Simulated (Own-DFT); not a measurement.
Simulation results for AlGa₃N₄ (wurtzite random alloy, strained, atoms displaced)

A calculation, not a measurement: plane-wave PBE density functional theory by an unreviewed code, no spin, of a simulated periodic cell, stress positive in tension, free energy of the whole cell less one offset for each atom, forces on such cells passed a denser k mesh, this cell's mesh not checked; offsets are fitted by least squares, one for each functional and potential file, so energies compare only between cells with the same atoms and settings and are not formation energies; the far tail of each file's local potential was reset to the Coulomb form; each entry is a single point on an unrelaxed cell, so the pressure reflects the starting lattice, mostly measured values, from which strain is counted, and rises with the displacements; printed positions are rounded, which can move forces by about a meV/angstrom; the program is a retired in-house code; no spin-orbit coupling. Program: Own-DFT development build.

Settings shared by all entries: functional PBE; potential files PseudoDojo norm-conserving, scalar-relativistic, standard set with the stringent files for Ga; wave cutoff 96 hartree; occupations Gaussian; smearing width 0.01 eV; k mesh 4 x 4 x 3 centred on Gamma.

(1) AlGa₃N₄ (wurtzite random alloy, strained, atoms displaced)

```
AlGa3N4
1.0
      9.7945     0.0000     0.0000
     -4.8973     8.4823     0.0000
      0.0000     0.0000    10.2685
Ga N Al Ga N Ga N Ga N Ga Al N Ga N Al N Ga N Ga N Al Ga N Al Ga N Ga N Ga N Ga Al N Ga N Al Ga N Ga Al N Ga N
2 2 1 1 2 2 2 2 2 1 1 2 2 2 2 2 2 2 2 2 1 1 2 1 1 2 2 2 2 2 1 1 2 2 2 1 1 2 1 1 2 2 2
Direct
  0.12063 0.22292 0.00812
  0.22191 0.10429 0.24608
  0.11021 0.23006 0.18463
  0.22715 0.12062 0.44424
  0.11308 0.22351 0.50256
  0.21597 0.10893 0.74832
  0.10379 0.21133 0.68579
  0.22378 0.10896 0.94465
  0.11386 0.56172 0.00671
  0.21510 0.44157 0.24577
  0.11076 0.55445 0.18512
  0.21976 0.43371 0.43851
  0.11833 0.56091 0.50263
  0.21885 0.44166 0.74476
  0.10865 0.55366 0.69303
  0.22402 0.44444 0.93711
  0.10558 0.88493 0.00134
  0.22223 0.77936 0.25144
  0.11069 0.89104 0.18646
  0.22181 0.76996 0.44133
  0.10752 0.88695 0.49805
  0.21620 0.77019 0.75363
  0.11620 0.88811 0.69282
  0.21555 0.78004 0.92673
  0.45025 0.22725 0.00483
  0.56266 0.11245 0.24800
  0.44964 0.23808 0.19281
  0.54492 0.09535 0.43833
  0.44055 0.21533 0.49581
  0.55394 0.11479 0.74368
  0.44676 0.22295 0.69777
  0.54943 0.10642 0.94564
  0.44810 0.56059 0.99311
  0.55677 0.44165 0.25296
  0.43645 0.54555 0.19008
  0.55630 0.43950 0.44172
  0.43815 0.55572 0.50329
  0.56049 0.44108 0.74740
  0.44209 0.54712 0.70154
  0.55864 0.44688 0.93980
  0.44225 0.89311 0.00147
  0.55383 0.78353 0.24893
  0.43734 0.88140 0.18923
  0.56079 0.78645 0.43121
  0.44830 0.88708 0.50517
  0.55032 0.77959 0.75489
  0.43092 0.88727 0.69305
  0.55558 0.77327 0.93520
  0.78551 0.22107 0.00344
  0.88965 0.10956 0.24697
  0.77831 0.22054 0.19401
  0.88484 0.10184 0.44488
  0.78321 0.22534 0.50035
  0.88065 0.10126 0.74302
  0.78433 0.23227 0.68889
  0.89331 0.11069 0.93799
  0.77671 0.55476 0.99597
  0.89784 0.44678 0.24805
  0.78191 0.54985 0.18516
  0.89575 0.44692 0.44733
  0.78399 0.55379 0.50074
  0.88743 0.44490 0.75154
  0.78487 0.55605 0.67916
  0.88599 0.44407 0.93534
  0.77684 0.88889 0.00033
  0.88663 0.77148 0.25573
  0.77421 0.88258 0.18624
  0.88771 0.77868 0.44704
  0.77933 0.88925 0.50363
  0.89236 0.77822 0.74892
  0.77998 0.89374 0.68669
  0.89521 0.78165 0.93461
```

```
free energy of cell above offsets : -9.713 eV
pressure                          : -3.81 GPa
stress xx                         : 8.06 GPa
stress yy                         : 6.78 GPa
stress zz                         : -3.4 GPa
stress yz                         : 0.02 GPa
stress xz                         : 0.02 GPa
stress xy                         : 0.02 GPa
```

Force:
| element | x (eV/Å) | y (eV/Å) | z (eV/Å) |
| --- | --- | --- | --- |
| Ga | -0.598 | 0.194 | -2.876 |
| Ga | -0.28 | 1.779 | 0.667 |
| N | 0.269 | -1.581 | 2.235 |
| N | -1.095 | -1.435 | -0.85 |
| Al | -0.31 | -0.706 | -0.526 |
| Ga | 0.828 | 0.023 | 0.77 |
| N | -0.794 | 0.523 | 0.066 |
| N | 0.697 | 0.603 | 0.098 |
| Ga | 0.163 | -0.558 | -3.007 |
| Ga | 1.205 | 0.555 | 0.531 |
| N | -0.053 | 1.423 | 1.96 |
| N | 0.003 | 1.01 | 0.808 |
| Ga | -0.034 | -1.338 | 0.197 |
| Ga | -0.113 | -0.647 | 0.989 |
| N | 0.405 | -0.111 | -0.505 |
| N | -0.431 | 0.089 | 0.409 |
| Ga | 0.502 | 0.704 | -1.209 |
| Al | 0.157 | -0.33 | 0.08 |
| N | 0.169 | -1.625 | 1.788 |
| N | -0.426 | 1.304 | -1.317 |
| Ga | 0.805 | 0.528 | 0.764 |
| Ga | -0.314 | 0.223 | -2.294 |
| N | -0.798 | 0.009 | -0.882 |
| N | 1.326 | 0.036 | 4.647 |
| Al | -0.373 | -0.216 | -0.708 |
| Al | -1.093 | -0.299 | 0.293 |
| N | 1.136 | -3.404 | -0.986 |
| N | 0.489 | 1.868 | -0.806 |
| Ga | 0.773 | 0.704 | 0.762 |
| Ga | 0.675 | -0.415 | 1.189 |
| N | -0.811 | -0.26 | -1.325 |
| N | 0.214 | 0.473 | 0.171 |
| Ga | -0.186 | -1.257 | 0.854 |
| Ga | -0.476 | 1.744 | 0.134 |
| N | 0.308 | 1.33 | -0.187 |
| N | 0.071 | 1.328 | 0.938 |
| Al | 1.16 | -0.285 | -0.429 |
| Ga | -0.06 | 0.517 | 0.2 |
| N | -0.253 | 1.139 | -2.41 |
| N | 0.094 | -0.865 | 0.099 |
| Al | 0.006 | -0.701 | -0.757 |
| Ga | 0.594 | -1.514 | -0.866 |
| N | -0.921 | 1.378 | -0.593 |
| N | 0.02 | -1.762 | 2.345 |
| Ga | -0.509 | -0.498 | -0.44 |
| Ga | 0.314 | -0.26 | -1.476 |
| N | 1.777 | 0.213 | -0.147 |
| N | -1.006 | 1.668 | 1.71 |
| Ga | -0.682 | 0.008 | -1.008 |
| Ga | 0.163 | -0.429 | 0.671 |
| N | -0.295 | -0.088 | 0.147 |
| N | 0.818 | 1.802 | -0.767 |
| Ga | -0.341 | -0.575 | -0.341 |
| Al | 0.329 | 1.77 | 1.029 |
| N | 0.228 | -2.103 | 0.381 |
| N | -0.231 | -0.149 | -0.647 |
| Ga | 0.209 | 0.254 | -0.05 |
| Ga | -0.927 | -0.447 | 0.763 |
| N | -0.336 | 1.362 | 1.272 |
| N | -0.627 | 0.193 | -1.248 |
| Al | -0.81 | -0.196 | -0.879 |
| Ga | 0.36 | 0.293 | -0.55 |
| N | -0.721 | 0.249 | 1.329 |
| N | 0.515 | -0.073 | 1.416 |
| Ga | 0.404 | 0.035 | -0.873 |
| Al | -0.41 | 0.12 | -0.705 |
| N | 0.884 | 0.004 | 1.113 |
| N | 0.395 | -1.218 | -1.617 |
| Ga | -0.52 | -0.495 | -0.881 |
| Ga | -0.074 | -0.048 | -0.695 |
| N | -0.491 | -0.863 | 1.232 |
| N | -1.058 | -0.704 | 0.803 |

(2) AlGa₃N₄ (wurtzite random alloy, strained, atoms displaced)

```
AlGa3N4
1.0
      9.7945     0.0000     0.0000
     -4.8973     8.4823     0.0000
      0.0000     0.0000    10.2685
Ga Al N Ga N Ga N Ga N Ga N Al Ga N Al N Ga Al N Al Ga N Ga N Al Ga N Ga N Ga N Ga N Ga N Al Ga N Ga N Ga Al N
1 1 2 2 2 2 2 2 2 2 2 1 1 2 2 2 1 1 2 1 1 2 2 2 1 1 2 2 2 2 2 2 2 2 2 1 1 2 2 2 1 1 2
Direct
  0.10486 0.20914 0.00001
  0.22166 0.11471 0.25138
  0.09982 0.21864 0.18910
  0.22766 0.10582 0.43775
  0.10558 0.22207 0.49933
  0.22171 0.11050 0.74208
  0.11311 0.21778 0.68785
  0.22076 0.10463 0.93732
  0.10425 0.55352 0.00149
  0.23031 0.45553 0.25347
  0.11429 0.54885 0.19081
  0.23164 0.44041 0.43892
  0.10091 0.54605 0.49707
  0.20580 0.43704 0.75102
  0.11289 0.55641 0.68768
  0.23073 0.44725 0.94743
  0.10932 0.88174 0.99691
  0.21370 0.77261 0.24648
  0.10886 0.89269 0.18748
  0.23127 0.78329 0.43837
  0.10371 0.89491 0.48845
  0.22036 0.77815 0.74704
  0.10480 0.87989 0.68274
  0.22874 0.77964 0.93465
  0.43766 0.22174 0.99974
  0.55375 0.11096 0.24859
  0.43523 0.22144 0.20061
  0.54823 0.11222 0.44079
  0.44721 0.22184 0.49506
  0.54768 0.10324 0.75244
  0.44510 0.22351 0.69482
  0.55886 0.11217 0.95024
  0.44652 0.55197 0.99432
  0.54047 0.44316 0.24938
  0.44817 0.55160 0.18084
  0.55854 0.44532 0.44678
  0.43872 0.55569 0.50182
  0.54431 0.42650 0.75520
  0.44471 0.55816 0.69647
  0.55325 0.44369 0.95140
  0.44109 0.88601 0.00415
  0.55440 0.77392 0.25492
  0.43293 0.88099 0.19230
  0.56062 0.77767 0.43760
  0.44484 0.88965 0.49524
  0.56137 0.77827 0.74457
  0.43778 0.88451 0.69565
  0.55212 0.76799 0.93791
  0.78709 0.22383 0.00793
  0.87951 0.10727 0.24747
  0.77797 0.21784 0.18313
  0.88911 0.11359 0.43755
  0.78129 0.21993 0.50122
  0.88668 0.10814 0.75172
  0.78084 0.21591 0.69195
  0.88781 0.11746 0.93541
  0.76998 0.55105 0.99986
  0.88920 0.44582 0.25384
  0.77943 0.55261 0.18195
  0.88427 0.45084 0.43237
  0.76975 0.54148 0.50120
  0.87801 0.44155 0.75195
  0.78092 0.55365 0.69420
  0.89597 0.44807 0.94592
  0.78053 0.89156 0.99842
  0.89435 0.77131 0.24970
  0.77915 0.88765 0.18780
  0.88072 0.77604 0.43439
  0.77685 0.88640 0.49429
  0.88622 0.77631 0.75301
  0.78805 0.90075 0.68267
  0.88792 0.78568 0.94444
```

```
free energy of cell above offsets : -9.609 eV
pressure                          : -3.9 GPa
stress xx                         : 6.21 GPa
stress yy                         : 7.59 GPa
stress zz                         : -2.09 GPa
stress yz                         : -0.4 GPa
stress xz                         : -0.53 GPa
stress xy                         : 0.08 GPa
```

Force:
| element | x (eV/Å) | y (eV/Å) | z (eV/Å) |
| --- | --- | --- | --- |
| Ga | 0.16 | 1.382 | 0.068 |
| Al | -0.798 | -0.403 | -0.348 |
| N | 1.569 | 0.052 | 0.809 |
| N | -1.496 | 0.278 | -0.164 |
| Ga | 1.193 | -0.401 | -0.371 |
| Ga | 0.117 | -1.091 | 0.581 |
| N | -0.916 | 0.44 | 0.068 |
| N | 0.41 | 0.591 | 0.124 |
| Ga | 2.116 | 0.558 | -0.228 |
| Ga | 0.435 | -1.606 | -1.376 |
| N | -1.425 | 0.753 | 0.311 |
| N | -1.888 | -0.034 | 0.186 |
| Ga | 0.873 | 1.589 | 0.211 |
| Ga | 1.535 | 0.703 | 0.836 |
| N | -1.02 | -0.728 | -0.115 |
| N | -0.802 | -0.82 | -0.815 |
| Ga | 0.066 | 0.457 | -0.075 |
| Ga | 0.308 | 0.387 | 0.503 |
| N | 0.72 | 0.287 | 0.531 |
| N | -2.058 | -1.061 | 0.008 |
| Al | 1.226 | -1.351 | 1.166 |
| Ga | -0.139 | -0.387 | -0.392 |
| N | -0.951 | 0.551 | -0.204 |
| N | -0.358 | -0.217 | 1.256 |
| Al | 0.78 | -0.468 | 0.775 |
| Al | -0.429 | -0.248 | -0.288 |
| N | 0.882 | -0.66 | -1.519 |
| N | 2.193 | -0.154 | -1.083 |
| Ga | -0.93 | 0.37 | 0.705 |
| Al | 0.646 | 0.218 | 0.557 |
| N | 0.964 | -2.039 | -0.753 |
| N | -1.07 | -0.318 | -0.974 |
| Al | -0.746 | 0.692 | 0.101 |
| Ga | 2.313 | -0.261 | 0.615 |
| N | -1.469 | 1.082 | 0.442 |
| N | -0.282 | 0.128 | -0.591 |
| Ga | 1.551 | 0.271 | 1.184 |
| Ga | -0.257 | 2.904 | 0.185 |
| N | 0.139 | -1.047 | -0.703 |
| N | -0.282 | -1.34 | -1.102 |
| Al | 0.793 | -0.033 | -0.597 |
| Ga | 0.14 | 0.251 | -2.037 |
| N | 1.028 | 1.295 | -0.501 |
| N | -0.948 | -0.154 | 0.997 |
| Ga | 0.042 | -0.056 | 0.82 |
| Ga | -0.533 | 0.147 | 0.808 |
| N | 0.978 | 1.334 | -0.934 |
| N | -0.346 | 1.008 | 0.609 |
| Ga | -1.176 | 0.25 | -2.452 |
| Ga | 1.08 | -0.14 | -0.078 |
| N | -1.617 | 0.161 | 3.297 |
| N | -0.15 | -0.24 | 0.038 |
| Ga | -1.037 | -0.023 | -0.028 |
| Ga | 0.555 | 0.488 | -0.525 |
| N | -1.958 | 0.454 | -0.09 |
| N | 0.832 | -0.883 | 0.694 |
| Ga | 0.894 | 0.714 | -0.46 |
| Ga | 0.011 | -0.461 | -2.439 |
| N | -0.333 | -0.144 | 1.85 |
| N | 0.372 | -0.886 | 2.19 |
| Al | -0.479 | 1.816 | 0.387 |
| Ga | 1.831 | -0.326 | 0.445 |
| N | -1.463 | 0.606 | -0.868 |
| N | -1.559 | -0.685 | -0.97 |
| Ga | -1.291 | -0.151 | 0.263 |
| Ga | -1.413 | 0.182 | -1.019 |
| N | -0.383 | -0.294 | 0.566 |
| N | 1.583 | -0.762 | 1.202 |
| Ga | 0.162 | 0.512 | 0.203 |
| Al | 0.299 | 0.353 | -0.512 |
| N | 0.335 | -2.105 | 0.801 |
| N | 0.868 | -1.284 | -1.78 |

(3) AlGa₃N₄ (wurtzite random alloy, strained, atoms displaced)

```
AlGa3N4
1.0
      9.7945     0.0000     0.0000
     -4.8973     8.4823     0.0000
      0.0000     0.0000    10.2685
Ga Al N Ga Al N Ga Al N Ga N Al Ga N Ga N Ga N Al Ga N Ga N Ga N Ga N Ga N Ga Al N Al Ga N Ga N Ga Al N Ga Al N Ga N
1 1 2 1 1 2 1 1 2 2 2 1 1 2 2 2 2 2 1 1 2 2 2 2 2 2 2 2 2 1 1 2 1 1 2 2 2 1 1 2 1 1 2 2 2
Direct
  0.11748 0.22265 0.00502
  0.20838 0.09665 0.24312
  0.10559 0.22461 0.18604
  0.22241 0.10851 0.43438
  0.11824 0.23248 0.49958
  0.21248 0.10290 0.75391
  0.11707 0.22460 0.69272
  0.21705 0.10487 0.94022
  0.10885 0.55801 0.99848
  0.22459 0.45143 0.25252
  0.10343 0.55005 0.19597
  0.22121 0.44354 0.43377
  0.11665 0.55477 0.49436
  0.23133 0.44708 0.74900
  0.11489 0.55816 0.68267
  0.22382 0.44757 0.94469
  0.11460 0.89440 0.00005
  0.22117 0.78165 0.24908
  0.11146 0.88780 0.18978
  0.23679 0.78569 0.43113
  0.10869 0.88481 0.50001
  0.20949 0.77862 0.75187
  0.10438 0.88449 0.69048
  0.22027 0.77829 0.93944
  0.44732 0.22437 0.00317
  0.54826 0.11128 0.24789
  0.44735 0.22780 0.19400
  0.55578 0.11259 0.43771
  0.45308 0.23828 0.50676
  0.56750 0.11194 0.74543
  0.44415 0.22607 0.68867
  0.55416 0.11031 0.93935
  0.44230 0.55131 0.00061
  0.54690 0.43660 0.25052
  0.44254 0.55740 0.18242
  0.55346 0.44128 0.43751
  0.44112 0.55007 0.49679
  0.55114 0.44328 0.74379
  0.44131 0.55797 0.68981
  0.55592 0.44164 0.94608
  0.43434 0.87962 0.00086
  0.56210 0.78489 0.24810
  0.44742 0.88429 0.18741
  0.56491 0.78172 0.44142
  0.45580 0.89924 0.49440
  0.56657 0.78172 0.74407
  0.44816 0.88786 0.69219
  0.55888 0.76781 0.93750
  0.77088 0.21625 0.98948
  0.89697 0.10797 0.25752
  0.78695 0.23041 0.19120
  0.88111 0.09858 0.44289
  0.77538 0.21948 0.49658
  0.89184 0.11199 0.75878
  0.77789 0.22314 0.68427
  0.89052 0.10937 0.93747
  0.78547 0.56182 0.00709
  0.89648 0.44636 0.24396
  0.78134 0.55697 0.19882
  0.88797 0.44865 0.43865
  0.77781 0.55498 0.50190
  0.89591 0.44332 0.75157
  0.78457 0.55531 0.68737
  0.88855 0.44016 0.94027
  0.78660 0.88267 0.00151
  0.88057 0.77635 0.24971
  0.78462 0.88781 0.18768
  0.88437 0.77269 0.44114
  0.77217 0.88570 0.49879
  0.88997 0.78584 0.73947
  0.77077 0.88072 0.68865
  0.89315 0.78565 0.94034
```

```
free energy of cell above offsets : -9.847 eV
pressure                          : -3.79 GPa
stress xx                         : 6.83 GPa
stress yy                         : 6.87 GPa
stress zz                         : -2.31 GPa
stress yz                         : 0.26 GPa
stress xz                         : 0.14 GPa
stress xy                         : -0.21 GPa
```

Force:
| element | x (eV/Å) | y (eV/Å) | z (eV/Å) |
| --- | --- | --- | --- |
| Ga | -1.139 | 0.398 | -1.322 |
| Al | 0.493 | 2.113 | 1.2 |
| N | 1.154 | -0.314 | 2.289 |
| N | 0.152 | 0.719 | 0.141 |
| Ga | 0.085 | -2.141 | 0.064 |
| Al | 0.855 | 1.062 | -0.782 |
| N | 0.087 | -0.669 | -0.025 |
| N | 0.555 | 0.056 | -0.159 |
| Ga | 0.493 | -0.735 | 0.593 |
| Al | 0.025 | -0.498 | -1.705 |
| N | 2.49 | 1.57 | -1.005 |
| N | 0.419 | 0.309 | -0.025 |
| Ga | -1.281 | 0.821 | -0.047 |
| Ga | -1.353 | 0.004 | 0.792 |
| N | -0.473 | -0.546 | 1.317 |
| N | -0.269 | -0.507 | -0.706 |
| Al | -0.283 | -0.996 | 0.079 |
| Ga | 0.64 | -0.749 | -0.542 |
| N | -1.153 | -0.092 | -0.869 |
| N | -0.845 | -0.653 | 1.666 |
| Ga | 0.337 | 0.463 | -0.957 |
| Ga | 2.272 | -0.49 | -0.76 |
| N | 0.277 | 1.744 | -0.049 |
| N | -1.211 | 0.257 | 0.591 |
| Ga | 0.142 | -0.113 | -0.557 |
| Ga | 1.603 | 0.355 | -0.098 |
| N | -1.407 | -2.116 | -0.67 |
| N | -0.047 | 1.555 | 0.773 |
| Al | -0.198 | -2.456 | -1.197 |
| Ga | -1.731 | -0.525 | 0.375 |
| N | -0.484 | -1.184 | 0.169 |
| N | -0.396 | -0.644 | -0.157 |
| Ga | 0.466 | 0.427 | -1 |
| Ga | 0.389 | 1.725 | -0.458 |
| N | -0.401 | -0.336 | 2.628 |
| N | -0.207 | 0.257 | 0.851 |
| Ga | 0.235 | 1.015 | 0.17 |
| Ga | 0.873 | 0.554 | 1.327 |
| N | 1.149 | -0.025 | -0.814 |
| N | 0.206 | 0.4 | -0.918 |
| Ga | 1.806 | 0.548 | -1.002 |
| Ga | 0.326 | -0.883 | -0.077 |
| N | -1.011 | 0.68 | 0.312 |
| N | -1.514 | -1.228 | -0.796 |
| Ga | -0.391 | -0.95 | 0.996 |
| Ga | -2.208 | -1.023 | 1.437 |
| N | -0.679 | 0.233 | -0.513 |
| N | -0.529 | 1.079 | 0.219 |
| Ga | 0.904 | 0.256 | 1.977 |
| Al | -1.515 | 0.454 | -1.131 |
| N | 0.071 | -2.112 | -0.249 |
| N | -0.093 | 2.212 | -0.56 |
| Al | 0.217 | 0.522 | -0.539 |
| Ga | -0.097 | -0.049 | -2.289 |
| N | 1.179 | 0.882 | 0.178 |
| N | 0.074 | -0.096 | 1.454 |
| Ga | -0.571 | -0.581 | -0.618 |
| Ga | -1.879 | -0.818 | 1.298 |
| N | -0.689 | 0.668 | -0.606 |
| N | 0.943 | -1.314 | 0.321 |
| Ga | 0.289 | -0.083 | -0.744 |
| Al | -0.662 | 0.276 | -0.861 |
| N | -0.198 | -0.249 | 1.25 |
| N | -0.167 | 0.667 | -0.986 |
| Ga | -2.325 | 0.817 | -0.485 |
| Al | 1.265 | -0.654 | 0.648 |
| N | -0.108 | 0.839 | 1.221 |
| N | 0.148 | 0.634 | -0.84 |
| Ga | 1.511 | 0.021 | 0.414 |
| Ga | -0.202 | -1.87 | 1.302 |
| N | 1.304 | 1.934 | -0.401 |
| N | 2.28 | -0.825 | -0.532 |
